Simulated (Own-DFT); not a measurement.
Simulation results for AlN (wurtzite, atoms displaced)

All values are calculated (Own-DFT development build). A calculation, not a measurement: plane-wave PBE density functional theory by an unreviewed code, no spin, of a simulated periodic cell, stress positive in tension, free energy of the whole cell less one offset for each atom, forces on such cells passed a denser k mesh, this cell's mesh not checked; offsets are fitted by least squares, one for each functional and potential file, so energies compare only between cells with the same atoms and settings and are not formation energies; the far tail of each file's local potential was reset to the Coulomb form; each entry is a single point on an unrelaxed cell, so the pressure reflects the starting lattice, mostly measured values (interpolated for alloys), from which strain is counted, and rises with the displacements; printed positions are rounded, which can move forces by about a meV/angstrom; the program, named Own-DFT, is a retired in-house code; no spin-orbit coupling.

Settings shared by all entries: functional PBE; potential files PseudoDojo norm-conserving, scalar-relativistic, standard set; wave cutoff 42 hartree; occupations Fermi-Dirac; smearing width 0.1 eV; hardware one NVIDIA H100; k mesh 2 x 2 x 2 centred on Gamma.

(1) 
```cif
# cell vector a (Å): 12.4480 0.0000 0.0000
# cell vector b (Å): -6.2240 10.7803 0.0000
# cell vector c (Å): 0.0000 0.0000 9.9640
data_AlN
_symmetry_space_group_name_H-M 'P 1'
_symmetry_Int_Tables_number 1
_cell_length_a 12.4480
_cell_length_b 12.4480
_cell_length_c 9.9640
_cell_angle_alpha 90.000
_cell_angle_beta 90.000
_cell_angle_gamma 120.000
_cell_volume 1337.10
loop_
_atom_site_label
_atom_site_type_symbol
_atom_site_fract_x
_atom_site_fract_y
_atom_site_fract_z
_atom_site_occupancy
Al1 Al 0.08940 0.15959 0.00334 1
Al2 Al 0.15545 0.08170 0.26572 1
N1 N 0.09303 0.16601 0.19218 1
N2 N 0.17218 0.09298 0.42675 1
Al3 Al 0.07867 0.16567 0.49782 1
Al4 Al 0.16277 0.08611 0.74757 1
N3 N 0.07651 0.16418 0.67204 1
N4 N 0.17099 0.09368 0.93347 1
Al5 Al 0.08564 0.43171 0.01542 1
Al6 Al 0.14542 0.32415 0.25154 1
N5 N 0.08545 0.42887 0.19177 1
N6 N 0.16913 0.33402 0.44984 1
Al7 Al 0.06503 0.41254 0.49443 1
Al8 Al 0.17420 0.32620 0.74705 1
N7 N 0.07201 0.40569 0.69726 1
N8 N 0.19517 0.34424 0.92064 1
Al9 Al 0.09583 0.67790 0.01329 1
Al10 Al 0.17112 0.59381 0.25846 1
N9 N 0.06500 0.65251 0.18568 1
N10 N 0.17203 0.58469 0.44440 1
Al11 Al 0.08577 0.67750 0.47692 1
Al12 Al 0.16437 0.57423 0.75644 1
N11 N 0.08497 0.66129 0.68199 1
N12 N 0.15734 0.57920 0.93451 1
Al13 Al 0.07535 0.91750 0.00048 1
Al14 Al 0.17105 0.83361 0.23861 1
N13 N 0.09057 0.92278 0.18349 1
N14 N 0.16228 0.84017 0.43011 1
Al15 Al 0.09093 0.91707 0.49005 1
Al16 Al 0.17382 0.82782 0.76534 1
N15 N 0.09024 0.91196 0.69242 1
N16 N 0.15244 0.84320 0.94774 1
Al17 Al 0.33211 0.16411 0.00316 1
Al18 Al 0.42062 0.08056 0.24811 1
N17 N 0.33356 0.15334 0.18714 1
N18 N 0.40611 0.08205 0.43014 1
Al19 Al 0.33501 0.17552 0.49509 1
Al20 Al 0.40135 0.06519 0.73520 1
N19 N 0.33293 0.17741 0.69763 1
N20 N 0.43974 0.07915 0.94102 1
Al21 Al 0.33018 0.41311 0.99663 1
Al22 Al 0.40868 0.32981 0.26701 1
N21 N 0.33119 0.41610 0.19985 1
N22 N 0.41559 0.34864 0.44039 1
Al23 Al 0.33561 0.42918 0.47931 1
Al24 Al 0.41370 0.34579 0.76084 1
N23 N 0.35683 0.43264 0.68658 1
N24 N 0.42265 0.34119 0.92730 1
Al25 Al 0.33340 0.65125 0.01631 1
Al26 Al 0.41869 0.58341 0.24733 1
N25 N 0.33484 0.67422 0.18403 1
N26 N 0.42228 0.58751 0.44384 1
Al27 Al 0.31982 0.65946 0.50285 1
Al28 Al 0.40661 0.58222 0.74807 1
N27 N 0.33549 0.67345 0.67605 1
N28 N 0.41669 0.58139 0.94996 1
Al29 Al 0.32821 0.92092 0.01182 1
Al30 Al 0.41217 0.82393 0.26422 1
N29 N 0.34199 0.92420 0.19805 1
N30 N 0.42391 0.82708 0.42239 1
Al31 Al 0.34549 0.93446 0.50138 1
Al32 Al 0.40577 0.83783 0.75860 1
N31 N 0.32563 0.90921 0.69056 1
N32 N 0.42387 0.82686 0.94867 1
Al33 Al 0.57192 0.16619 0.99102 1
Al34 Al 0.66215 0.08227 0.23948 1
N33 N 0.58008 0.15773 0.20205 1
N34 N 0.66375 0.08678 0.44642 1
Al35 Al 0.60616 0.18680 0.48864 1
Al36 Al 0.64894 0.08055 0.74885 1
N35 N 0.59313 0.17919 0.69323 1
N36 N 0.66417 0.09358 0.93718 1
Al37 Al 0.59438 0.42855 0.00477 1
Al38 Al 0.67809 0.33828 0.24392 1
N37 N 0.59455 0.43276 0.20585 1
N38 N 0.67309 0.34147 0.43471 1
Al39 Al 0.57447 0.40798 0.47754 1
Al40 Al 0.64723 0.32873 0.74695 1
N39 N 0.59283 0.42794 0.69126 1
N40 N 0.67791 0.34749 0.95743 1
Al41 Al 0.59482 0.66932 0.00259 1
Al42 Al 0.63984 0.57935 0.26966 1
N41 N 0.58955 0.66124 0.18333 1
N42 N 0.67524 0.59198 0.44329 1
Al43 Al 0.58773 0.67597 0.48942 1
Al44 Al 0.66924 0.59923 0.75117 1
N43 N 0.56868 0.65048 0.69225 1
N44 N 0.67261 0.59405 0.94477 1
Al45 Al 0.59253 0.93984 0.98650 1
Al46 Al 0.67554 0.83193 0.24637 1
N45 N 0.58373 0.90971 0.20190 1
N46 N 0.66367 0.83003 0.44237 1
Al47 Al 0.57900 0.91371 0.51769 1
Al48 Al 0.67062 0.81532 0.74881 1
N47 N 0.57540 0.93011 0.69871 1
N48 N 0.67603 0.81505 0.95158 1
Al49 Al 0.82054 0.16116 0.97670 1
Al50 Al 0.91028 0.09499 0.23842 1
N49 N 0.83250 0.16480 0.18140 1
N50 N 0.90809 0.07165 0.42929 1
Al51 Al 0.83671 0.18494 0.48967 1
Al52 Al 0.92174 0.08571 0.74472 1
N51 N 0.83770 0.16700 0.68766 1
N52 N 0.93070 0.08539 0.95059 1
Al53 Al 0.81823 0.41175 0.99710 1
Al54 Al 0.92795 0.32798 0.26073 1
N53 N 0.82276 0.40957 0.18991 1
N54 N 0.90680 0.33032 0.44910 1
Al55 Al 0.83053 0.42052 0.49005 1
Al56 Al 0.91625 0.32838 0.73916 1
N55 N 0.82628 0.41260 0.70481 1
N56 N 0.90635 0.33205 0.93198 1
Al57 Al 0.83291 0.66640 0.00461 1
Al58 Al 0.91321 0.59774 0.22640 1
N57 N 0.82530 0.66314 0.17739 1
N58 N 0.91228 0.58335 0.44201 1
Al59 Al 0.82773 0.66365 0.49692 1
Al60 Al 0.90999 0.58640 0.76813 1
N59 N 0.84844 0.65853 0.68762 1
N60 N 0.91295 0.59218 0.93596 1
Al61 Al 0.82455 0.92394 0.01961 1
Al62 Al 0.91661 0.82021 0.23672 1
N61 N 0.83587 0.90739 0.18780 1
N62 N 0.91389 0.84513 0.44081 1
Al63 Al 0.84134 0.92346 0.50488 1
Al64 Al 0.91235 0.82673 0.75395 1
N63 N 0.83783 0.93235 0.68904 1
N64 N 0.92408 0.83281 0.92594 1
_calc_free_energy_of_cell_above_offsets '-20.971'  # eV
_calc_pressure 12.41  # GPa
_calc_stress_xx -12.31  # GPa
_calc_stress_yy -11.94  # GPa
_calc_stress_zz -12.98  # GPa
_calc_stress_yz -0.42  # GPa
_calc_stress_xz -2.08  # GPa
_calc_stress_xy 0.26  # GPa
_calc_wall_time 419.8  # s
```

Force:
| element | x (eV/Å) | y (eV/Å) | z (eV/Å) |
| --- | --- | --- | --- |
| Al | -1.071 | 2.954 | 0.199 |
| Al | 2.782 | -1.484 | -6.755 |
| N | -3.745 | 1.12 | -1.008 |
| N | 0.112 | -0.259 | 7.362 |
| Al | -0.022 | -0.494 | -2.482 |
| Al | 0.757 | -1.278 | -0.966 |
| N | 1.782 | 0.247 | 3.42 |
| N | 1.87 | -2.134 | 0.34 |
| Al | -1.068 | -3.448 | -4.399 |
| Al | 3.823 | 1.848 | 0.636 |
| N | 0.697 | -1.235 | 2.41 |
| N | -2.915 | -0.009 | -1.885 |
| Al | 4.028 | 1.729 | 3.292 |
| Al | -1.372 | 1.544 | -2.794 |
| N | 3.654 | 1.861 | -2.181 |
| N | -6.225 | -3.636 | 1.99 |
| Al | -2.036 | -1.405 | -4.39 |
| Al | 0.175 | -0.799 | -0.772 |
| N | 4.668 | 3.208 | 1.888 |
| N | -3.965 | -1.829 | -2.35 |
| Al | -0.69 | -1.756 | 3.747 |
| Al | -1.344 | 0.496 | -3.196 |
| N | 0.189 | 0.815 | 1.203 |
| N | 1.328 | 2.398 | 2.932 |
| Al | -1.811 | 2.379 | -0.451 |
| Al | -1.1 | 1.256 | 0.917 |
| N | -0.862 | -1.214 | 1.254 |
| N | 4.056 | -1.103 | -1.538 |
| Al | -3.907 | 1.442 | 2.594 |
| Al | -3.835 | -1.78 | -2.375 |
| N | -0.699 | 1.239 | -0.782 |
| N | 6.37 | -1.865 | 0.197 |
| Al | 0.609 | 1.398 | -1.301 |
| Al | -1.053 | 1.148 | 0.524 |
| N | -1.639 | 2.208 | 0.814 |
| N | 1.092 | 2.872 | 2.188 |
| Al | -0.369 | -0.3 | 1.343 |
| Al | 0.265 | 5.741 | 2.095 |
| N | 0.862 | -1.439 | -1.547 |
| N | -11.23 | -6.531 | -4.257 |
| Al | 4.693 | 2.424 | 2.831 |
| Al | 0.896 | -0.455 | -5.096 |
| N | -1.017 | -0.658 | -0.706 |
| N | 1.069 | -3.025 | 0.914 |
| Al | -0.422 | -1.012 | 3.365 |
| Al | 3.644 | -0.763 | -4.627 |
| N | -4.465 | -2.161 | -2.277 |
| N | 1.285 | -1.02 | 6.921 |
| Al | -1.028 | 2.388 | -4.87 |
| Al | -0.27 | 0.585 | 0.012 |
| N | -0.688 | -2.129 | 4.104 |
| N | -1.252 | 1.635 | -2.213 |
| Al | 4.136 | 2.662 | -1.062 |
| Al | 0.222 | 1.539 | 1.27 |
| N | -0.325 | -0.464 | 4.18 |
| N | 1.054 | 0.014 | -0.946 |
| Al | 1.947 | -0.47 | -0.836 |
| Al | 0.728 | 2.754 | -8.585 |
| N | -0.382 | -3.729 | -0.959 |
| N | -1.68 | 0.652 | 10.52 |
| Al | -0.22 | -4.055 | -1.239 |
| Al | 3.525 | -2.261 | 0.578 |
| N | 0.115 | 0.404 | -1.568 |
| N | -2.442 | 0.383 | -0.707 |
| Al | 8.222 | 7.927 | 4.897 |
| Al | 1.928 | -1.833 | 2.25 |
| N | -0.712 | 2.97 | -2.297 |
| N | 1.595 | -0.581 | -1.134 |
| Al | -2.324 | -2.608 | 1.937 |
| Al | 3.056 | 3.773 | -0.259 |
| N | -2.608 | -3.468 | -2.19 |
| N | -0.486 | 0.013 | -0.883 |
| Al | -1.632 | -0.248 | 0.129 |
| Al | -4.775 | -2.348 | 0.977 |
| N | -0.801 | -4.25 | -1.075 |
| N | -1.184 | -0.163 | -1.007 |
| Al | 1.778 | 3.197 | 3.51 |
| Al | 2.734 | 3.791 | 1.506 |
| N | -2.3 | -0.283 | -1.109 |
| N | -9.007 | -6.222 | -3.242 |
| Al | -2.868 | -3.97 | 0.836 |
| Al | 4.99 | 0.193 | -0.763 |
| N | -4.271 | 2.263 | 1.141 |
| N | -3.074 | -1.752 | 0.234 |
| Al | 0.06 | -2.632 | 2.642 |
| Al | 3.198 | -3.796 | 0.074 |
| N | 0.26 | 3.785 | -1.29 |
| N | 1.087 | -1.899 | -1.598 |
| Al | -0.055 | -5.957 | 2.559 |
| Al | -1.605 | -0.13 | 0.986 |
| N | 0.145 | 1.35 | -2.159 |
| N | 0.388 | 2.882 | 0.194 |
| Al | 0.745 | 0.56 | -2.899 |
| Al | -1.392 | 2.324 | 1.056 |
| N | 0.669 | -4.551 | -0.047 |
| N | -2.473 | 6.509 | -3.674 |
| Al | 3.824 | 3.499 | 1.376 |
| Al | 4.693 | -4.411 | 1.802 |
| N | -2.581 | 1.964 | -0.613 |
| N | -0.452 | 4.696 | -0.689 |
| Al | 0.597 | -9.748 | 3.593 |
| Al | -1.203 | 1.461 | 1.499 |
| N | -1.161 | -1.217 | -0.189 |
| N | -3.276 | -0.455 | -1.393 |
| Al | 9.211 | 4.345 | 1.504 |
| Al | -4.551 | 0.798 | -2.794 |
| N | 5.714 | 3.161 | -0.889 |
| N | 0.357 | 5.065 | -3.653 |
| Al | -0.227 | 1.759 | 3.284 |
| Al | -3.274 | 0.488 | 2.44 |
| N | 0.043 | 0.082 | -2.024 |
| N | 1.663 | 0.203 | 1.694 |
| Al | -0.575 | 1.701 | -3.436 |
| Al | -0.824 | -5.422 | 3.32 |
| N | -1.271 | 0.828 | 2.837 |
| N | 0.987 | 1.151 | -2.574 |
| Al | 2.737 | 2.116 | 1.496 |
| Al | 5.217 | -3.488 | -3.745 |
| N | -7.383 | 4.116 | -2.142 |
| N | 2.224 | -1.04 | 5.602 |
| Al | 2.889 | -0.445 | -4.529 |
| Al | -0.872 | 2.706 | 1.9 |
| N | -0.115 | 1.663 | 2.568 |
| N | 3.585 | -2.679 | -1.278 |
| Al | -2.441 | -1.084 | -0.463 |
| Al | 1.678 | 0.9 | -3.227 |
| N | 0.235 | -4.597 | 0.407 |
| N | -2.02 | -0.106 | 4.097 |

(2) 
```cif
# cell vector a (Å): 12.4480 0.0000 0.0000
# cell vector b (Å): -6.2240 10.7803 0.0000
# cell vector c (Å): 0.0000 0.0000 9.9640
data_AlN
_symmetry_space_group_name_H-M 'P 1'
_symmetry_Int_Tables_number 1
_cell_length_a 12.4480
_cell_length_b 12.4480
_cell_length_c 9.9640
_cell_angle_alpha 90.000
_cell_angle_beta 90.000
_cell_angle_gamma 120.000
_cell_volume 1337.10
loop_
_atom_site_label
_atom_site_type_symbol
_atom_site_fract_x
_atom_site_fract_y
_atom_site_fract_z
_atom_site_occupancy
Al1 Al 0.07372 0.16517 0.01859 1
Al2 Al 0.14236 0.06517 0.24697 1
N1 N 0.09298 0.18055 0.17106 1
N2 N 0.17939 0.09334 0.44879 1
Al3 Al 0.07297 0.15871 0.50778 1
Al4 Al 0.16658 0.08541 0.75170 1
N3 N 0.08569 0.17188 0.68548 1
N4 N 0.17023 0.08655 0.92997 1
Al5 Al 0.09829 0.41920 0.98859 1
Al6 Al 0.15533 0.31636 0.22948 1
N5 N 0.09272 0.41759 0.17577 1
N6 N 0.16487 0.32231 0.43200 1
Al7 Al 0.10164 0.41927 0.49719 1
Al8 Al 0.17143 0.33188 0.74560 1
N7 N 0.07412 0.40401 0.68583 1
N8 N 0.16868 0.31161 0.93385 1
Al9 Al 0.07029 0.66054 0.99198 1
Al10 Al 0.16833 0.58830 0.24629 1
N9 N 0.08796 0.67504 0.19682 1
N10 N 0.17847 0.58961 0.46049 1
Al11 Al 0.08162 0.66121 0.48259 1
Al12 Al 0.17605 0.59589 0.75871 1
N11 N 0.08685 0.66495 0.70275 1
N12 N 0.16536 0.58169 0.93661 1
Al13 Al 0.09920 0.91326 0.00779 1
Al14 Al 0.15568 0.82608 0.25179 1
N13 N 0.06164 0.90408 0.18249 1
N14 N 0.16820 0.84857 0.44400 1
Al15 Al 0.09170 0.92986 0.48831 1
Al16 Al 0.18163 0.84240 0.73872 1
N15 N 0.08085 0.91810 0.68155 1
N16 N 0.17908 0.83443 0.92868 1
Al17 Al 0.33062 0.15167 0.00468 1
Al18 Al 0.40200 0.09351 0.24500 1
N17 N 0.32326 0.14977 0.19760 1
N18 N 0.42180 0.09668 0.43656 1
Al19 Al 0.32225 0.15055 0.47617 1
Al20 Al 0.42784 0.08797 0.75961 1
N19 N 0.33524 0.15744 0.70080 1
N20 N 0.42635 0.08093 0.95903 1
Al21 Al 0.33341 0.42256 0.98789 1
Al22 Al 0.40782 0.31931 0.26344 1
N21 N 0.33228 0.40542 0.19027 1
N22 N 0.42480 0.35264 0.42518 1
Al23 Al 0.33416 0.41662 0.49288 1
Al24 Al 0.41483 0.32841 0.73905 1
N23 N 0.33925 0.43212 0.69184 1
N24 N 0.41630 0.34507 0.94981 1
Al25 Al 0.33964 0.67515 0.01037 1
Al26 Al 0.40746 0.57500 0.24241 1
N25 N 0.32265 0.64749 0.18435 1
N26 N 0.40701 0.57096 0.45711 1
Al27 Al 0.34425 0.67299 0.51858 1
Al28 Al 0.42633 0.59681 0.72944 1
N27 N 0.33831 0.68785 0.67759 1
N28 N 0.40788 0.57869 0.94968 1
Al29 Al 0.33548 0.91373 0.99334 1
Al30 Al 0.41044 0.83412 0.21735 1
N29 N 0.32219 0.89550 0.20626 1
N30 N 0.40880 0.81760 0.45716 1
Al31 Al 0.33996 0.90328 0.47415 1
Al32 Al 0.42179 0.84158 0.74661 1
N31 N 0.33215 0.93306 0.69368 1
N32 N 0.41088 0.82794 0.96121 1
Al33 Al 0.57943 0.17039 0.99806 1
Al34 Al 0.67572 0.09804 0.24214 1
N33 N 0.57783 0.16997 0.18787 1
N34 N 0.65649 0.07859 0.43433 1
Al35 Al 0.57706 0.15985 0.52308 1
Al36 Al 0.66776 0.08439 0.74346 1
N35 N 0.59408 0.18689 0.68937 1
N36 N 0.67436 0.07699 0.93605 1
Al37 Al 0.58017 0.42205 0.99458 1
Al38 Al 0.65772 0.32720 0.23761 1
N37 N 0.59132 0.42416 0.19770 1
N38 N 0.66479 0.34720 0.45326 1
Al39 Al 0.57250 0.41834 0.50279 1
Al40 Al 0.65846 0.34800 0.75006 1
N39 N 0.57552 0.40243 0.69784 1
N40 N 0.67375 0.32990 0.95733 1
Al41 Al 0.57407 0.66686 0.98461 1
Al42 Al 0.68566 0.59586 0.24361 1
N41 N 0.57713 0.66201 0.18030 1
N42 N 0.67377 0.57921 0.42824 1
Al43 Al 0.57707 0.66391 0.48776 1
Al44 Al 0.67046 0.59859 0.75237 1
N43 N 0.57577 0.65811 0.69572 1
N44 N 0.66221 0.57910 0.95275 1
Al45 Al 0.57454 0.90946 0.98724 1
Al46 Al 0.66745 0.82249 0.24113 1
N45 N 0.58348 0.91462 0.17420 1
N46 N 0.68408 0.84154 0.43784 1
Al47 Al 0.57433 0.90667 0.49155 1
Al48 Al 0.66192 0.82315 0.75803 1
N47 N 0.57353 0.92127 0.68123 1
N48 N 0.67392 0.82548 0.92891 1
Al49 Al 0.83316 0.17590 0.99266 1
Al50 Al 0.91899 0.07964 0.24313 1
N49 N 0.82942 0.16878 0.17809 1
N50 N 0.92150 0.08052 0.43055 1
Al51 Al 0.83798 0.17226 0.51466 1
Al52 Al 0.92262 0.09788 0.74907 1
N51 N 0.82112 0.15272 0.69634 1
N52 N 0.92487 0.08334 0.94298 1
Al53 Al 0.85117 0.41120 0.98903 1
Al54 Al 0.91993 0.33770 0.24119 1
N53 N 0.84474 0.42759 0.19228 1
N54 N 0.92505 0.34638 0.44154 1
Al55 Al 0.83568 0.39976 0.48660 1
Al56 Al 0.89882 0.32316 0.75107 1
N55 N 0.82045 0.40783 0.69827 1
N56 N 0.90572 0.32558 0.94915 1
Al57 Al 0.81575 0.66866 0.00116 1
Al58 Al 0.91970 0.58079 0.25381 1
N57 N 0.84584 0.67241 0.19536 1
N58 N 0.91848 0.58390 0.44030 1
Al59 Al 0.82739 0.66515 0.49966 1
Al60 Al 0.91718 0.58757 0.74504 1
N59 N 0.83973 0.66804 0.69796 1
N60 N 0.92662 0.60140 0.94134 1
Al61 Al 0.83655 0.91753 0.98524 1
Al62 Al 0.90270 0.83013 0.26224 1
N61 N 0.84942 0.92766 0.18542 1
N62 N 0.91224 0.83087 0.45068 1
Al63 Al 0.83275 0.91382 0.49745 1
Al64 Al 0.91009 0.83044 0.75976 1
N63 N 0.81297 0.91233 0.68462 1
N64 N 0.91235 0.82783 0.94001 1
_calc_free_energy_of_cell_above_offsets '-21.926'  # eV
_calc_pressure 12.18  # GPa
_calc_stress_xx -15.29  # GPa
_calc_stress_yy -11.96  # GPa
_calc_stress_zz -9.3  # GPa
_calc_stress_yz -0.94  # GPa
_calc_stress_xz -0.91  # GPa
_calc_stress_xy 0  # GPa
_calc_wall_time 429.3  # s
```

Force:
| element | x (eV/Å) | y (eV/Å) | z (eV/Å) |
| --- | --- | --- | --- |
| Al | 2.159 | -1.526 | -12.47 |
| Al | 1.508 | 2.405 | -0.061 |
| N | 0.484 | -9.192 | 9.432 |
| N | -9.057 | -3.436 | -3.835 |
| Al | 1.882 | 1.883 | -1.888 |
| Al | 0.594 | -1.171 | -1.511 |
| N | -0.056 | -1.313 | 0.92 |
| N | 0.242 | -1.598 | 4.113 |
| Al | -0.613 | -1.38 | -0.19 |
| Al | 1.548 | 9.682 | 4.818 |
| N | -1.639 | -0.059 | 1.253 |
| N | -0.15 | 0.233 | -0.059 |
| Al | -1.917 | -0.234 | 0.524 |
| Al | -0.832 | 0.983 | 0.288 |
| N | 0.325 | 0.697 | 1.491 |
| N | -2.066 | 3.502 | -0.176 |
| Al | 5.402 | 3.057 | 1.49 |
| Al | -0.061 | -1.631 | 1.12 |
| N | 0.055 | -3.369 | -1.424 |
| N | -0.363 | -0.797 | -2.942 |
| Al | 0.06 | 1.417 | 2.963 |
| Al | -0.265 | -1.794 | -2.559 |
| N | -0.86 | 1.324 | -2.067 |
| N | 0.531 | 0.775 | 1.82 |
| Al | -2.49 | 0.336 | -3.628 |
| Al | -0.115 | 2.643 | 1.113 |
| N | 2.033 | 1.056 | 2.359 |
| N | 2.416 | -2.755 | -1.573 |
| Al | -1.721 | -2.089 | 3.414 |
| Al | -4.688 | -2.34 | 0.332 |
| N | -0.42 | 0.154 | 0.944 |
| N | -1.341 | -0.448 | 1.775 |
| Al | -1.958 | 3.028 | -1.157 |
| Al | 12.51 | -5.772 | 3.937 |
| N | -9.819 | 4.026 | -3.274 |
| N | 2.014 | -2.888 | -0.871 |
| Al | 6.055 | 5.557 | 4.892 |
| Al | -0.934 | 0.716 | -0.593 |
| N | -1.239 | 1.793 | -1.398 |
| N | -2.757 | -1.545 | -2.262 |
| Al | 0.106 | -3.257 | 2.378 |
| Al | 0.447 | 2.284 | -6.619 |
| N | -1.282 | 0.552 | -0.363 |
| N | -0.68 | -2.56 | 5.577 |
| Al | -1.212 | -3.206 | 1.043 |
| Al | -1.805 | -0.196 | 2.392 |
| N | 0.357 | -2.597 | -0.891 |
| N | 2.23 | -3.051 | -2.016 |
| Al | -0.884 | -4.768 | -2.053 |
| Al | 1.698 | -1.544 | 0.762 |
| N | 0.052 | 3.188 | 1.556 |
| N | 0.338 | 4.98 | -2.259 |
| Al | -0.834 | -4.485 | -6.904 |
| Al | -5.219 | -2.81 | 2.661 |
| N | 0.881 | -2.005 | 9.084 |
| N | -0.4 | 3.76 | -2.699 |
| Al | -1.31 | 0.357 | 1.663 |
| Al | 6.31 | -2.838 | 2.145 |
| N | -5.168 | 4.691 | -1.811 |
| N | 2.891 | 2.54 | -4.159 |
| Al | -4.849 | 4.099 | 1.503 |
| Al | -2.782 | 0.556 | 0.303 |
| N | 5.251 | -0.381 | -1.351 |
| N | 0.858 | 1.426 | -3.243 |
| Al | 4.167 | 0.476 | 1.52 |
| Al | -2.179 | -2.553 | 0.752 |
| N | 0.128 | -2.138 | -0.209 |
| N | 1.232 | 0.64 | 1.149 |
| Al | -0.397 | 1.808 | -6.413 |
| Al | -2.706 | -1.055 | 1.649 |
| N | 0.308 | -3.041 | 4.686 |
| N | -2.515 | -0.186 | -0.787 |
| Al | 1.136 | -2.841 | 2.834 |
| Al | 0.928 | 3.174 | 2.087 |
| N | -1.344 | -0.733 | -1.581 |
| N | 2.18 | -2.649 | -1.482 |
| Al | 3.094 | 0.301 | -0.362 |
| Al | 8.295 | -3.567 | 3.194 |
| N | -6.73 | 6.287 | -3.141 |
| N | -1.398 | 2.302 | -2.247 |
| Al | 1.128 | -1.578 | 2.307 |
| Al | -2.407 | -3.405 | 0.005 |
| N | 0.773 | 0.41 | 0.823 |
| N | -2.97 | 1.364 | 2.236 |
| Al | 2.134 | 0.188 | -0.035 |
| Al | 2.356 | -3.058 | 0.747 |
| N | 3.075 | 3.39 | -2.215 |
| N | -2.047 | 1.912 | -3.161 |
| Al | 2.989 | 2.101 | 1.101 |
| Al | -1.249 | 2.526 | -0.014 |
| N | 0.239 | -0.109 | 1.662 |
| N | -4.933 | -3.484 | -1.811 |
| Al | 1.527 | 1.841 | -0.209 |
| Al | -1.281 | 1.851 | -4.183 |
| N | 2.423 | -0.279 | 0.998 |
| N | -2.23 | 0.576 | 2.985 |
| Al | 1.393 | -5.137 | 1.334 |
| Al | -2.007 | 2.786 | 0.198 |
| N | 2.379 | 0.77 | 1.42 |
| N | -1.352 | 0.149 | 0.919 |
| Al | -0.396 | -0.805 | -3.518 |
| Al | 1.399 | -2.891 | 1.314 |
| N | 1.761 | 3.114 | -1.107 |
| N | -2.612 | 0.329 | -1.322 |
| Al | -9.291 | 6.31 | 3.291 |
| Al | 0.732 | -0.023 | 0.297 |
| N | -0.146 | -2.676 | -1.25 |
| N | 6.049 | -4.311 | -2.064 |
| Al | -8.093 | 4.5 | 2.901 |
| Al | 1.484 | 1.718 | -0.129 |
| N | 1.288 | 1.816 | -0.628 |
| N | 7.878 | -0.136 | -4.648 |
| Al | 5.081 | 0.608 | 1.049 |
| Al | -0.673 | 1.33 | -0.047 |
| N | -1.114 | 0.206 | -1.043 |
| N | -0.432 | -0.504 | 0.508 |
| Al | 2.256 | -0.43 | 0.812 |
| Al | 2.165 | -1.453 | 1.014 |
| N | -3.378 | -0.012 | -1.522 |
| N | -5.001 | -4.24 | -1.46 |
| Al | 0.659 | 0.512 | 1.49 |
| Al | 1.776 | -0.34 | -0.776 |
| N | -2.087 | -3.06 | -1.047 |
| N | 1.122 | 0.951 | -1.503 |
| Al | 1.268 | 1.81 | 1.906 |
| Al | 1.337 | 1.693 | -2.627 |
| N | 2.915 | 1.296 | 0.906 |
| N | 0.457 | 0.99 | 0.688 |
